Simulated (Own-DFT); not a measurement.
# What a defect does to the pressure of its cell: C40 NbSi2

The numbers are computed, not measured, by runs of the plane-wave DFT program Own-DFT (in-house, retired, unreviewed) at fixed positions, with no spin and no spin-orbit coupling.

Common settings: PBE; PseudoDojo norm-conserving scalar-relativistic files; cutoff 42 hartree; 4 x 4 x 5 k mesh centred on Gamma; cold (Marzari-Vanderbilt) smearing of 0.2 eV.

Keep in mind: forces on such cells failed a check on a denser k mesh; stress not checked against mesh or cutoff.

All runs share one cell, with vectors in Å (0.000, 8.324, 0.000); (-9.613, 0.000, 0.000); (0.000, 0.000, 6.586) and a volume of 527.0 Å³. The atoms are randomly displaced, by u rms on each axis. The defect's site can differ from row to row.

```
                    cell   formula   u (Å)  P (GPa)
               no defect  Nb12Si24  0.0186     1.48
               no defect  Nb12Si24  0.0430     2.26
               no defect  Nb12Si24  0.0534     2.87
two Nb on a Si site each  Nb14Si22  0.0290     7.50
two Nb on a Si site each  Nb14Si22  0.0316     7.61
two Nb on a Si site each  Nb14Si22  0.0484     8.16
two Nb on a Si site each  Nb14Si22  0.0510        ?
two Si on a Nb site each  Nb10Si26  0.0307     1.69
two Si on a Nb site each  Nb10Si26  0.0490     2.17
two Si on a Nb site each  Nb10Si26  0.0510     2.06
          one Si vacancy  Nb12Si23  0.0300     1.14
          one Si vacancy  Nb12Si23  0.0520     2.03
          one Si vacancy  Nb12Si23  0.0536     1.95
```

## Fit

P = P0 + c u² + a shift for each defect gives P0 = 1.45 GPa, c = 447 ± 45 GPa/Å² and a scatter of 0.13 GPa. The shifts, and each times the cell's volume:

- two Nb on a Si site each: 5.68 ± 0.11 GPa, 18.7 eV (9.3 eV for each of its 2 sites)
- two Si on a Nb site each: -0.36 ± 0.11 GPa, -1.2 eV (-0.6 eV for each of its 2 sites)
- one Si vacancy: -0.71 ± 0.11 GPa, -2.3 eV

Against the defect-free cell, a freed cell would be larger where the shift is positive and smaller where it is negative (160.2 GPa Å³ is 1 eV). The atoms around the defects weren't relaxed, which would change these numbers.

## Test on the hidden row

Question: what pressure belongs in the blank (two Nb on a Si site each, u = 0.0510 Å)?

From the fit: 8.30 ± 0.16 GPa. DFT gave 8.31 GPa.
